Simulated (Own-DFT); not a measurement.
Simulation results for SiC (twinned 3C silicon carbide, strained, atoms displaced)

Computed with Own-DFT development build. A calculation, not a measurement: plane-wave PBE density functional theory by an unreviewed code, no spin, of a simulated periodic cell, stress positive in tension, free energy of the whole cell less one offset for each atom, forces on such cells passed a denser k mesh, this cell's mesh not checked; offsets are fitted by least squares, one for each functional and potential file, so energies compare only between cells with the same atoms and settings and are not formation energies; the far tail of each file's local potential was reset to the Coulomb form; each entry is a single point on an unrelaxed cell, so the pressure reflects the starting lattice, mostly measured values (interpolated for alloys), from which strain is counted, and rises with the displacements; printed positions are rounded, which can move forces by about a meV/angstrom; the program, named Own-DFT, is a retired in-house code; no spin-orbit coupling.

Common to all runs: functional PBE; potential files PseudoDojo norm-conserving, scalar-relativistic, standard set; wave cutoff 42 hartree; occupations Fermi-Dirac; smearing width 0.1 eV; hardware one NVIDIA H200; k mesh 4 x 4 x 2 centred on Gamma.

```json
{"entry": 1, "formula": "SiC", "kind": "twinned 3C silicon carbide, strained, atoms displaced", "structure": {"cell_angstrom": [[6.61, -6.5926, -0.0119], [0.0073, 6.588, -6.5392], [8.9187, 8.9113, 8.8364]], "atoms_fractional": [["Si", 0.99969, 0.99128, 0.43668], ["C", 0.99618, 0.99821, 0.06577], ["Si", 0.11473, 0.23056, 0.10491], ["C", 0.10498, 0.2129, 0.23096], ["Si", 0.21226, 0.10557, 0.27116], ["C", 0.23853, 0.11429, 0.39467], ["Si", 0.00587, 0.33185, 0.43476], ["C", 0.00148, 0.33374, 0.06034], ["Si", 0.10669, 0.56001, 0.09552], ["C", 0.10867, 0.54714, 0.22657], ["Si", 0.22403, 0.43454, 0.27639], ["C", 0.21801, 0.43955, 0.39563], ["Si", 0.00487, 0.67866, 0.44232], ["C", 0.01246, 0.67747, 0.059], ["Si", 0.10969, 0.89653, 0.11036], ["C", 0.11863, 0.88629, 0.22808], ["Si", 0.21344, 0.76295, 0.26926], ["C", 0.21016, 0.77666, 0.39181], ["Si", 0.32931, 0.00058, 0.4452], ["C", 0.32491, 0.00182, 0.05971], ["Si", 0.45377, 0.23135, 0.10268], ["C", 0.43741, 0.21654, 0.22608], ["Si", 0.54879, 0.10644, 0.27382], ["C", 0.55996, 0.1075, 0.39487], ["Si", 0.33198, 0.32641, 0.44396], ["C", 0.32846, 0.32351, 0.06033], ["Si", 0.44409, 0.57159, 0.10334], ["C", 0.44147, 0.54854, 0.22456], ["Si", 0.54792, 0.43583, 0.27321], ["C", 0.56603, 0.44148, 0.39203], ["Si", 0.34299, 0.66766, 0.4324], ["C", 0.33064, 0.66376, 0.05536], ["Si", 0.45036, 0.88452, 0.10509], ["C", 0.43967, 0.89048, 0.22798], ["Si", 0.55072, 0.76889, 0.27297], ["C", 0.55597, 0.79437, 0.39418], ["Si", 0.65546, 0.99828, 0.43539], ["C", 0.66592, 0.99835, 0.06002], ["Si", 0.78358, 0.22199, 0.10237], ["C", 0.77482, 0.22051, 0.23068], ["Si", 0.89176, 0.10564, 0.27185], ["C", 0.89694, 0.11662, 0.39534], ["Si", 0.67269, 0.33313, 0.43856], ["C", 0.66612, 0.32856, 0.06433], ["Si", 0.78034, 0.56238, 0.10488], ["C", 0.78403, 0.55021, 0.22724], ["Si", 0.88841, 0.44515, 0.2664], ["C", 0.88582, 0.44239, 0.39099], ["Si", 0.67333, 0.66656, 0.43761], ["C", 0.66039, 0.65862, 0.07008], ["Si", 0.77353, 0.8859, 0.10354], ["C", 0.78084, 0.89034, 0.2341], ["Si", 0.89839, 0.78232, 0.2698], ["C", 0.89544, 0.77993, 0.39473], ["Si", 0.99646, 0.99012, 0.94313], ["C", 0.99135, 0.99774, 0.56], ["Si", 0.88048, 0.76485, 0.60183], ["C", 0.88964, 0.76855, 0.72938], ["Si", 0.77222, 0.88814, 0.77005], ["C", 0.78532, 0.89667, 0.89373], ["Si", 0.98996, 0.67019, 0.93575], ["C", 0.99376, 0.66168, 0.56171], ["Si", 0.89032, 0.45314, 0.60343], ["C", 0.89805, 0.44708, 0.72534], ["Si", 0.77242, 0.55045, 0.77281], ["C", 0.77631, 0.55483, 0.90104], ["Si", 0.9996, 0.33664, 0.9394], ["C", 0.99772, 0.32707, 0.56131], ["Si", 0.88825, 0.11245, 0.60219], ["C", 0.89238, 0.11533, 0.72555], ["Si", 0.77102, 0.21417, 0.77197], ["C", 0.7686, 0.21541, 0.89585], ["Si", 0.66276, 0.99132, 0.93517], ["C", 0.66204, 0.00585, 0.56131], ["Si", 0.55939, 0.78704, 0.60532], ["C", 0.54967, 0.78191, 0.72832], ["Si", 0.448, 0.89686, 0.77521], ["C", 0.45149, 0.89277, 0.89754], ["Si", 0.66247, 0.67156, 0.93808], ["C", 0.67507, 0.67046, 0.56211], ["Si", 0.55703, 0.44318, 0.60473], ["C", 0.56231, 0.4479, 0.72851], ["Si", 0.44132, 0.55648, 0.76712], ["C", 0.43652, 0.55767, 0.88905], ["Si", 0.67143, 0.33351, 0.94358], ["C", 0.66064, 0.32825, 0.56106], ["Si", 0.54875, 0.10721, 0.60249], ["C", 0.55923, 0.11174, 0.72449], ["Si", 0.44623, 0.22967, 0.76787], ["C", 0.43908, 0.21665, 0.89758], ["Si", 0.33285, 0.00438, 0.93987], ["C", 0.33114, 0.99966, 0.55964], ["Si", 0.22829, 0.78529, 0.60459], ["C", 0.22111, 0.77909, 0.72814], ["Si", 0.11062, 0.88107, 0.77366], ["C", 0.11616, 0.89062, 0.89573], ["Si", 0.31856, 0.65609, 0.94138], ["C", 0.34038, 0.66854, 0.56304], ["Si", 0.22858, 0.44049, 0.6014], ["C", 0.22679, 0.45224, 0.73305], ["Si", 0.1101, 0.55288, 0.77164], ["C", 0.11894, 0.55616, 0.88985], ["Si", 0.33291, 0.33948, 0.93719], ["C", 0.33762, 0.33383, 0.56175], ["Si", 0.21659, 0.11146, 0.60598], ["C", 0.21966, 0.10609, 0.72757], ["Si", 0.12827, 0.23391, 0.76376], ["C", 0.11828, 0.22994, 0.88897]]}, "results": {"free_energy_of_cell_above_offsets [eV]": "-9.992", "pressure [GPa]": -2.01, "stress_xx [GPa]": 2.87, "stress_yy [GPa]": 3.11, "stress_zz [GPa]": 0.06, "stress_yz [GPa]": 1.71, "stress_xz [GPa]": 0.64, "stress_xy [GPa]": 1.42, "force_element": ["Si", "C", "Si", "C", "Si", "C", "Si", "C", "Si", "C", "Si", "C", "Si", "C", "Si", "C", "Si", "C", "Si", "C", "Si", "C", "Si", "C", "Si", "C", "Si", "C", "Si", "C", "Si", "C", "Si", "C", "Si", "C", "Si", "C", "Si", "C", "Si", "C", "Si", "C", "Si", "C", "Si", "C", "Si", "C", "Si", "C", "Si", "C", "Si", "C", "Si", "C", "Si", "C", "Si", "C", "Si", "C", "Si", "C", "Si", "C", "Si", "C", "Si", "C", "Si", "C", "Si", "C", "Si", "C", "Si", "C", "Si", "C", "Si", "C", "Si", "C", "Si", "C", "Si", "C", "Si", "C", "Si", "C", "Si", "C", "Si", "C", "Si", "C", "Si", "C", "Si", "C", "Si", "C", "Si", "C"], "force_x [eV/angstrom]": [0.658, -0.187, -0.184, 0.315, 1.8, -1.7, -1.137, 0.203, 2.028, 0.128, -1.962, 2.386, -2.124, -1.748, -0.379, -0.477, 0.938, 2.599, -1.456, 2.186, -1.654, 0.763, -0.2, -1.179, -0.839, 1.107, -0.811, 1.079, -0.098, -0.211, -1.047, 1.564, -1.726, 0.254, -0.072, -0.408, 3.724, 0.467, -0.193, -0.302, -0.72, -0.965, -0.582, 1.362, 0.581, -1.026, 0.923, 1.854, -0.718, -0.778, 1.13, -1.6, -0.942, -0.929, 0.305, 1.162, 2.897, -0.584, 0.829, -0.542, 2.212, 1.72, -0.536, -0.728, 1.593, -1.583, -1.43, 0.885, -0.63, 0.307, 0.885, 1.229, 1.234, 0.128, -0.338, 0.873, -1.361, -1.892, -0.502, -2.377, 0.208, -1.432, 1.346, 2.219, -2.247, 1.004, 0.864, -0.301, 0.431, 0.666, -0.013, 1.083, -0.822, 0.994, -0.82, -0.859, 0.119, -0.895, -0.619, -1.568, -0.346, -1.142, -0.653, 0.726, -0.783, 0.712, -1.271, -0.05], "force_y [eV/angstrom]": [1.391, 0.521, -0.908, -0.165, -1.738, 1.914, 2.258, 0.594, 0.016, -0.677, -0.323, -0.93, -2.588, 1.92, -2.433, 1.633, 0.164, -0.756, -3.994, -0.109, 0.29, 0.702, -0.709, 2.614, -1.664, 1.505, -2.125, 1.657, -2.039, 2.884, 2.711, 2.316, 1.893, -1.297, 0.053, -3.246, -0.413, -0.289, 1.368, -1.203, 2.282, -0.684, -1.02, -0.113, -1.48, 2.341, -0.531, 0.325, 0.192, -0.287, 0.706, -1.168, -0.26, 0.34, -0.403, -0.848, 1.183, 1.252, -1.375, 0.04, -1.789, 0.079, -1.865, 1.706, -1.057, 0.075, -2.516, 0.404, 0.485, -0.033, -0.793, -0.133, 0.838, -1.188, -0.659, -0.727, -0.393, 0.742, -0.423, 0.972, -0.359, 0.878, 0.226, 0.305, -0.244, 0.382, -0.018, 1.61, -0.475, 0.046, -1.061, 2.079, -0.573, -0.383, 0.587, 0.443, -2.646, -0.096, 2.497, -2.202, -0.292, 3.178, -1.157, 0.508, -0.912, -0.271, 1.901, 1.032], "force_z [eV/angstrom]": [-1.929, -0.283, 1.155, -1.405, -0.281, 0.648, 0.324, -0.276, 2.06, -0.305, -1.706, -0.432, 1.26, 0.429, -0.992, 0.522, -1.02, 0.386, -1.777, 0.842, 2.04, 0.215, -1.299, -0.506, -2.423, -1.797, 3.146, 0.66, -1.412, 0.512, 0.917, 1.04, -1.418, 1.609, -1.854, 2.82, -0.872, 0.362, 1.248, 0.042, -0.478, 1.483, -0.162, -1.361, 1.368, -1.298, 1.792, 0.06, -0.547, -2.785, 0.385, 0.385, 1.181, 0.183, -3.136, 0.832, -1.105, -0.682, -0.781, 1.54, -0.146, -1.51, 2.436, 1.562, -0.466, -0.445, -0.468, -1.786, 0.54, 0.827, -1.852, -0.616, -0.684, 0.345, 0.166, 0.271, 0.207, 0.986, 0.506, 0.853, -0.665, -0.109, -0.425, 0.788, -0.001, -0.45, -0.476, 0.365, 2.196, -2.438, 0.573, 1.098, 1.564, 0.261, -1.084, 0.44, -3.96, -0.302, -0.436, -1.13, -1.376, 1.535, 0.57, 1.135, 0.415, -0.632, 2.819, 1.873], "wall_time [s]": 635.1}}
{"entry": 2, "formula": "SiC", "kind": "twinned 3C silicon carbide, strained, atoms displaced", "structure": {"cell_angstrom": [[6.7096, -6.6556, -0.1319], [0.0363, 6.56, -6.4411], [8.6507, 8.7546, 8.5478]], "atoms_fractional": [["Si", 0.99806, 0.00034, 0.4321], ["C", 0.00076, 0.00275, 0.06974], ["Si", 0.10514, 0.21513, 0.11176], ["C", 0.10907, 0.22486, 0.22715], ["Si", 0.21875, 0.10775, 0.2715], ["C", 0.21773, 0.11061, 0.38884], ["Si", 0.00656, 0.337, 0.44331], ["C", 0.00341, 0.34331, 0.06199], ["Si", 0.10752, 0.56739, 0.09973], ["C", 0.10325, 0.55341, 0.23211], ["Si", 0.22559, 0.44536, 0.27496], ["C", 0.23113, 0.45031, 0.3978], ["Si", 0.00047, 0.66927, 0.43729], ["C", 0.99573, 0.6609, 0.06198], ["Si", 0.10051, 0.86731, 0.10205], ["C", 0.11586, 0.88873, 0.22203], ["Si", 0.23273, 0.78256, 0.27254], ["C", 0.21623, 0.7697, 0.39544], ["Si", 0.33576, 0.00402, 0.43596], ["C", 0.32912, 0.99287, 0.05932], ["Si", 0.44726, 0.22211, 0.10652], ["C", 0.44975, 0.22438, 0.23054], ["Si", 0.55634, 0.11764, 0.26968], ["C", 0.56592, 0.11296, 0.39797], ["Si", 0.3429, 0.32875, 0.43397], ["C", 0.32597, 0.32632, 0.06674], ["Si", 0.44109, 0.55577, 0.10481], ["C", 0.44299, 0.56249, 0.22826], ["Si", 0.5824, 0.45622, 0.26882], ["C", 0.55766, 0.44745, 0.39711], ["Si", 0.32698, 0.65759, 0.43912], ["C", 0.34508, 0.67624, 0.05973], ["Si", 0.43919, 0.88176, 0.10604], ["C", 0.44329, 0.8857, 0.23192], ["Si", 0.55274, 0.77797, 0.27414], ["C", 0.567, 0.77687, 0.39606], ["Si", 0.67242, 0.0024, 0.43826], ["C", 0.65897, 0.99705, 0.0648], ["Si", 0.78505, 0.23313, 0.10285], ["C", 0.77665, 0.22924, 0.22465], ["Si", 0.89385, 0.11983, 0.26965], ["C", 0.88991, 0.10755, 0.39813], ["Si", 0.66889, 0.33084, 0.44229], ["C", 0.66889, 0.33388, 0.06565], ["Si", 0.76836, 0.55707, 0.10627], ["C", 0.78317, 0.54999, 0.22352], ["Si", 0.88852, 0.4367, 0.26481], ["C", 0.88527, 0.43548, 0.39412], ["Si", 0.65959, 0.65722, 0.43833], ["C", 0.67657, 0.67989, 0.06566], ["Si", 0.76813, 0.87929, 0.10605], ["C", 0.78058, 0.8901, 0.22804], ["Si", 0.88724, 0.77211, 0.27198], ["C", 0.88567, 0.77461, 0.39238], ["Si", 0.99068, 0.00023, 0.93547], ["C", 0.00057, 0.99983, 0.55883], ["Si", 0.89032, 0.77814, 0.59618], ["C", 0.89318, 0.77621, 0.72593], ["Si", 0.78054, 0.88977, 0.77451], ["C", 0.77846, 0.89385, 0.89213], ["Si", 0.00477, 0.66841, 0.94202], ["C", 0.00217, 0.66866, 0.55802], ["Si", 0.88677, 0.44158, 0.6023], ["C", 0.88878, 0.4447, 0.72319], ["Si", 0.78283, 0.55053, 0.77001], ["C", 0.7747, 0.55349, 0.89591], ["Si", 0.00376, 0.34517, 0.93852], ["C", 0.00575, 0.34023, 0.56137], ["Si", 0.87429, 0.10502, 0.60711], ["C", 0.89372, 0.10991, 0.73251], ["Si", 0.77355, 0.21816, 0.77213], ["C", 0.77632, 0.21106, 0.90046], ["Si", 0.66649, 0.00082, 0.94093], ["C", 0.67136, 3e-05, 0.56567], ["Si", 0.56186, 0.77264, 0.59991], ["C", 0.55331, 0.77211, 0.72748], ["Si", 0.44719, 0.89038, 0.77361], ["C", 0.45219, 0.89913, 0.89486], ["Si", 0.66208, 0.66937, 0.93549], ["C", 0.67227, 0.67051, 0.5649], ["Si", 0.55916, 0.44885, 0.59872], ["C", 0.5604, 0.44411, 0.72851], ["Si", 0.44105, 0.56037, 0.76361], ["C", 0.44852, 0.55762, 0.89494], ["Si", 0.66112, 0.34193, 0.93439], ["C", 0.67601, 0.33425, 0.56103], ["Si", 0.5505, 0.11437, 0.60419], ["C", 0.54723, 0.09497, 0.72757], ["Si", 0.45633, 0.22987, 0.76768], ["C", 0.44592, 0.22162, 0.89616], ["Si", 0.33566, 0.00403, 0.94013], ["C", 0.33874, 0.99563, 0.56944], ["Si", 0.21773, 0.78049, 0.6027], ["C", 0.22483, 0.77223, 0.72945], ["Si", 0.09999, 0.88283, 0.76917], ["C", 0.10953, 0.88877, 0.9004], ["Si", 0.3379, 0.66948, 0.93638], ["C", 0.32968, 0.6697, 0.5699], ["Si", 0.22491, 0.43984, 0.60997], ["C", 0.22636, 0.44485, 0.73152], ["Si", 0.1162, 0.56304, 0.77399], ["C", 0.10726, 0.5435, 0.89786], ["Si", 0.33952, 0.3293, 0.93215], ["C", 0.33251, 0.33178, 0.56394], ["Si", 0.21013, 0.11922, 0.60911], ["C", 0.22078, 0.11535, 0.72729], ["Si", 0.11361, 0.22292, 0.7697], ["C", 0.1074, 0.22234, 0.89628]]}, "results": {"free_energy_of_cell_above_offsets [eV]": "-8.080", "pressure [GPa]": 2.36, "stress_xx [GPa]": 2.25, "stress_yy [GPa]": -0.67, "stress_zz [GPa]": -8.67, "stress_yz [GPa]": 1.18, "stress_xz [GPa]": -6.39, "stress_xy [GPa]": -6.03, "force_element": ["Si", "C", "Si", "C", "Si", "C", "Si", "C", "Si", "C", "Si", "C", "Si", "C", "Si", "C", "Si", "C", "Si", "C", "Si", "C", "Si", "C", "Si", "C", "Si", "C", "Si", "C", "Si", "C", "Si", "C", "Si", "C", "Si", "C", "Si", "C", "Si", "C", "Si", "C", "Si", "C", "Si", "C", "Si", "C", "Si", "C", "Si", "C", "Si", "C", "Si", "C", "Si", "C", "Si", "C", "Si", "C", "Si", "C", "Si", "C", "Si", "C", "Si", "C", "Si", "C", "Si", "C", "Si", "C", "Si", "C", "Si", "C", "Si", "C", "Si", "C", "Si", "C", "Si", "C", "Si", "C", "Si", "C", "Si", "C", "Si", "C", "Si", "C", "Si", "C", "Si", "C", "Si", "C", "Si", "C"], "force_x [eV/angstrom]": [0.791, -2.493, -1.54, 2.602, -1.436, 2.174, -1.943, 0.389, 2.897, 1.052, -1.362, -0.999, -1.381, -1.725, 1.42, 1.31, -2.368, 1.366, 0.431, 1.41, -1.159, -0.333, 0.786, -1.801, -0.975, 0.387, -0.059, 1.18, -3.309, -0.003, 2.136, -1.747, 0.828, 0.482, 0.552, -1.061, 0.334, 1.021, -1.015, 0.225, -0.84, -0.48, -0.811, -1.69, -0.592, 1.974, 1.968, 0.524, 1.715, -3.769, 2.485, 0.233, -0.367, 0.868, 2.321, -0.071, 1.653, -1.073, -2.173, 0.739, -2.2, 0.423, 0.912, 1.669, -0.715, 0.982, -1.401, 1.144, 2.287, -1.04, 0.398, -0.108, -0.456, -1.981, -0.57, 1.284, -1.681, -0.516, 1.065, -1.061, 0.798, -0.281, 2.047, -0.872, 1.538, -0.38, 0.743, 1.87, -1.513, -0.371, -1.326, -2.198, 0.881, 0.053, 2.308, -0.647, -0.215, -0.274, -1.401, -0.606, -1.555, 1.363, -0.57, 0.399, -0.34, 1.509, 0.378, 0.546], "force_y [eV/angstrom]": [-0.216, -1.354, -1.782, 1.769, -2.16, 0.903, -1.707, 0.014, -2.218, -1.578, -0.336, -0.93, -1.703, 1.525, 1.94, 1.596, 0.441, 0.613, -0.406, 1.586, -0.337, 1.391, -1.177, 0.848, 2.157, -0.704, -0.883, -0.763, 2.262, -1.92, 1.13, 0.69, 0.424, 0.38, -1.482, 2.448, -0.606, -0.02, -1.431, -0.765, -0.075, 0.591, -1.884, 0.833, -2.799, 2.003, 1.684, 0.672, -0.112, -1.79, 1.668, 1.225, -1.044, 0.726, 0.273, 0.991, 0.703, 0.804, -1.964, 1.251, -0.912, 0.972, -0.797, 0.554, 0.993, 0.165, -1.963, 1.053, -1.632, 0.393, -0.507, 1.363, -0.256, 0.581, 3.432, 0.411, -1.424, 0.248, -0.496, -1.613, 0.231, 0.091, -0.719, -0.018, -1.388, 2.168, -1.675, 1.428, 0.191, -0.841, -1.164, 1.171, -0.486, 1.824, -0.67, -0.627, -0.18, -2.629, 0.52, 0.842, -1.348, 1.619, 3.215, -0.918, -3.565, 0.359, 1.126, -0.514], "force_z [eV/angstrom]": [1.004, 0.668, -3.448, 1.902, -2.206, 1.723, -1.104, 1.049, 3.217, -1.454, -1.238, 1.944, 0.048, 0.297, -3.966, 2.024, 0.678, -0.882, 1.509, 1.257, -0.003, -0.195, 1.118, -0.217, -0.066, -1.207, 0.258, 1.223, 1.662, 0.88, -1.277, 1.753, -1.913, -1.024, -0.882, 0.36, 0.855, -0.166, 0.771, 2.251, 1.125, -1.964, -1.881, -1.372, -0.778, -0.084, 0.085, -0.732, -1.694, 2.107, -3.45, 1.065, -2.044, 1.064, 0.701, -0.288, 0.781, 0.309, -0.803, 2.185, -0.71, 1.033, -1.231, 1.79, -1.06, -1.631, 4.711, 2.445, -1.345, -0.784, 0.226, -3.597, 0.767, -0.268, -0.059, -1.828, 1.087, 1.464, 0.041, -0.16, 2.138, -1.423, 2.378, -0.112, 3.018, 0.893, 1.066, -2.97, 2.012, -0.836, -0.057, -3.022, 1.475, -1.18, -0.34, -0.965, -0.221, -0.258, -2.124, 0.276, 0.98, -4.811, 0.806, -1.293, 0.364, 1.625, 0.849, -0.696], "wall_time [s]": 652.8}}
```
